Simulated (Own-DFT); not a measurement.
Simulation results for Hf₃₁SiO₆₄ (monoclinic hafnia with substituted atoms, atoms displaced)

Computed with Own-DFT development build. A calculation, not a measurement: plane-wave PBE and HSE06 DFT by an unreviewed code, no spin, of a simulated cell at Gamma alone, so results move with cell size and shape, stress positive in tension, energies less offsets, not probed for a lower state with spin; hafnium file: forces about 75 meV/angstrom off all-electron values; oxygen file: force components 24 meV/angstrom off all-electron in a glass; k mesh not checked against a denser one; forces and stress are PBE's, HSE06 gives the energy alone, and its difference from PBE has offsets of its own; offsets are fitted by least squares, one for each functional and potential file, so energies compare only between cells with the same atoms and settings and are not formation energies; the far tail of each file's local potential was reset to the Coulomb form; each entry is a single point on an unrelaxed cell, so the pressure reflects the starting lattice, mostly measured values, from which strain is counted, and rises with the displacements; printed positions are rounded, which can move forces by about a meV/angstrom; the program is a retired in-house code; no spin-orbit coupling.

Entry: Hf₃₁SiO₆₄ (monoclinic hafnia with substituted atoms, atoms displaced)

```
cell vectors (Å)
  10.2340     0.0000     0.0000
   0.0000    10.3500     0.0000
  -1.6955     0.0000    10.4453
atoms (fractions of the cell vectors)
Hf  0.14076  0.02204  0.10690
Hf  0.35827  0.27150  0.14558
Hf  0.36031  0.47956  0.39349
Hf  0.13849  0.23247  0.35290
O   0.03527  0.16507  0.17067
O   0.46180  0.41721  0.08155
O   0.46092  0.33438  0.32629
O   0.03782  0.08071  0.42113
O   0.22503  0.37981  0.24011
O   0.27634  0.13290  0.01041
O   0.27510  0.11627  0.26412
O   0.22637  0.37365  0.49113
Hf  0.13825  0.01659  0.60179
Hf  0.36130  0.27197  0.64823
Si  0.35940  0.47986  0.90018
Hf  0.13348  0.23378  0.84998
O   0.04258  0.16192  0.67477
O   0.46417  0.41639  0.57150
O   0.46211  0.33478  0.82428
O   0.04024  0.08055  0.92352
O   0.22041  0.37387  0.74064
O   0.27813  0.12763  0.51273
O   0.27360  0.11986  0.75143
O   0.22529  0.36761  0.99334
Hf  0.13729  0.51988  0.10457
Hf  0.36047  0.76834  0.14654
Hf  0.36371  0.97995  0.39764
Hf  0.13716  0.73420  0.35267
O   0.03695  0.67256  0.17343
O   0.46114  0.91866  0.07553
O   0.46334  0.82869  0.33155
O   0.03338  0.58585  0.42604
O   0.22807  0.88666  0.24330
O   0.27636  0.63280  0.01057
O   0.27852  0.61565  0.26218
O   0.22399  0.86984  0.49694
Hf  0.14140  0.51685  0.60461
Hf  0.35818  0.76901  0.65004
Hf  0.35764  0.97929  0.89913
Hf  0.13536  0.73063  0.85005
O   0.03921  0.66124  0.67703
O   0.46278  0.90601  0.57736
O   0.46153  0.83429  0.83032
O   0.04250  0.58290  0.92450
O   0.21846  0.88061  0.73731
O   0.27215  0.62745  0.51068
O   0.27634  0.61986  0.76005
O   0.22912  0.87357  0.99303
Hf  0.64046  0.02134  0.10221
Hf  0.86283  0.26953  0.14342
Hf  0.86549  0.48118  0.39952
Hf  0.63789  0.23309  0.35570
O   0.53676  0.16275  0.17190
O   0.96072  0.41773  0.07388
O   0.96081  0.33531  0.32555
O   0.53389  0.08176  0.42208
O   0.72808  0.38003  0.24056
O   0.77285  0.12921  0.00607
O   0.77548  0.12309  0.25781
O   0.72452  0.37748  0.48921
Hf  0.63442  0.02487  0.60433
Hf  0.86439  0.26755  0.64447
Hf  0.86072  0.48223  0.89588
Hf  0.64148  0.22654  0.84791
O   0.53419  0.16421  0.67000
O   0.96703  0.41303  0.58260
O   0.96477  0.33319  0.82899
O   0.54053  0.07780  0.92541
O   0.71931  0.37229  0.73934
O   0.77315  0.12918  0.50567
O   0.77291  0.12008  0.76345
O   0.72221  0.37554  0.99313
Hf  0.62922  0.52141  0.10141
Hf  0.86470  0.77023  0.15299
Hf  0.86430  0.97853  0.39226
Hf  0.63320  0.72739  0.35119
O   0.53829  0.66857  0.17291
O   0.96065  0.91250  0.07905
O   0.95891  0.83657  0.32923
O   0.53692  0.58386  0.42228
O   0.72497  0.88443  0.23683
O   0.77193  0.63270  0.00779
O   0.77742  0.62430  0.25800
O   0.72973  0.86915  0.49239
Hf  0.63871  0.52341  0.59993
Hf  0.85992  0.76962  0.64366
Hf  0.85872  0.97730  0.89427
Hf  0.63726  0.72983  0.85254
O   0.53898  0.66488  0.67373
O   0.96331  0.91674  0.58132
O   0.96300  0.83473  0.82315
O   0.53604  0.58478  0.91925
O   0.72629  0.88175  0.73473
O   0.77345  0.62563  0.50551
O   0.77418  0.61711  0.75990
O   0.72543  0.86728  0.99067
```

Here we set first functional PBE, second functional HSE06, exact exchange share 0.25, screening 0.11 1/bohr, exchange divergence Gygi-Baldereschi, potential files PseudoDojo norm-conserving, scalar-relativistic, made for PBE, standard set, wave cutoff 48 hartree, occupations fixed and k mesh 1 x 1 x 1 centred on Gamma.

It finds PBE energy of cell above offsets -90.017 eV; HSE06 less PBE above offsets 0.129 eV; PBE pressure 3.02 GPa; PBE stress xx -3.11 GPa; PBE stress yy -2.76 GPa; PBE stress zz -3.21 GPa; PBE stress yz -0.33 GPa; PBE stress xz -0.13 GPa; PBE stress xy 0.3 GPa.

Force:
```csv
element,x (eV/Å),y (eV/Å),z (eV/Å)
Hf,-0.615,-0.237,-0.987
Hf,1.071,-1.125,0.135
Hf,0.528,-0.112,1.098
Hf,-0.395,-0.816,0.544
O,0.003,0.516,0.331
O,-0.763,0.745,-1.927
O,0.638,-0.409,-0.039
O,0.028,0.466,-0.375
O,-0.67,-0.378,-0.143
O,-0.041,-0.263,0.138
O,-0.038,1.295,-0.514
O,-0.543,-0.503,-0.403
Hf,0.314,0.523,0.332
Hf,-0.082,-0.092,-0.473
Si,2.04,-0.243,0.542
Hf,0.9,-1.571,0.701
O,-2.011,1.105,-0.49
O,0.234,-0.111,0.422
O,-1.332,1.729,1.337
O,-0.72,-0.156,-0.164
O,0.367,1.142,0.279
O,0.037,0.298,-0.68
O,0.479,-0.142,1.307
O,0.831,1.918,-1.071
Hf,-0.271,0.322,-0.357
Hf,0.784,1.181,-0.063
Hf,-0.176,-0.356,0.59
Hf,0.108,-0.599,0.967
O,0.878,-0.754,0.164
O,0.215,-0.577,0.896
O,-0.226,0.163,-0.418
O,0.474,0.449,-0.313
O,-0.47,-1.53,0.054
O,0.709,-1.503,-0.743
O,-0.565,1.221,-0.623
O,-0.157,-0.362,-1.23
Hf,-0.226,0.41,0.268
Hf,0.881,-0.043,-0.288
Hf,0.957,0.738,-0.622
Hf,0.077,0.129,0.659
O,-0.67,0.316,-0.551
O,0.976,1.178,-0.007
O,0.114,-0.313,-0.307
O,-0.97,-0.346,-0.07
O,0.264,-0.799,0.823
O,0.317,0.36,-0.144
O,0.498,-1.876,1.62
O,-1.029,-0.604,-0.159
Hf,-0.542,-0.129,0.114
Hf,-1.1,0.323,0.163
Hf,-0.841,0.082,-1.021
Hf,0.196,-0.319,-1.052
O,-0.873,1.039,0.456
O,1.035,0.338,0.527
O,1.301,-0.613,0.241
O,0.194,0.271,0.063
O,-0.74,0.103,-0.079
O,0.788,0.303,0.24
O,0.343,0.129,0.331
O,0.079,-1,0.052
Hf,0.404,-1.749,-0.726
Hf,-0.177,0.135,0.165
Hf,-0.439,-0.207,0.209
Hf,-1.228,0.834,1.867
O,-0.503,0.613,0.419
O,0.063,0.088,-0.431
O,-0.565,0.118,-0.309
O,-0.657,0.513,-1.22
O,0.765,0.451,-0.389
O,0.068,0.483,0.818
O,0.82,-0.069,-0.927
O,0.174,-0.646,-0.821
Hf,2.121,-0.359,0.176
Hf,-1.606,-0.046,-1.809
Hf,-1.542,1.051,0.846
Hf,1.239,0.736,0.687
O,-1.002,0.381,-0.324
O,1.24,1.101,-0.181
O,1.923,-1.338,0.184
O,-0.681,-0.263,-0.349
O,-0.255,-0.578,0.576
O,0.248,-0.56,0.04
O,-0.131,-0.515,0.487
O,-0.476,-0.091,-0.814
Hf,-0.654,-0.857,0.763
Hf,0.221,0.27,-0.18
Hf,0.742,-0.195,0.81
Hf,-0.116,0.275,0.116
O,-0.843,0.516,-0.242
O,0.209,0.018,-0.432
O,0.234,-0.349,0.349
O,-2.659,-1.752,0.173
O,-0.425,-0.344,0.529
O,0.453,0.596,0.657
O,0.54,0.335,-0.246
O,-0.094,0.489,-0.548
```
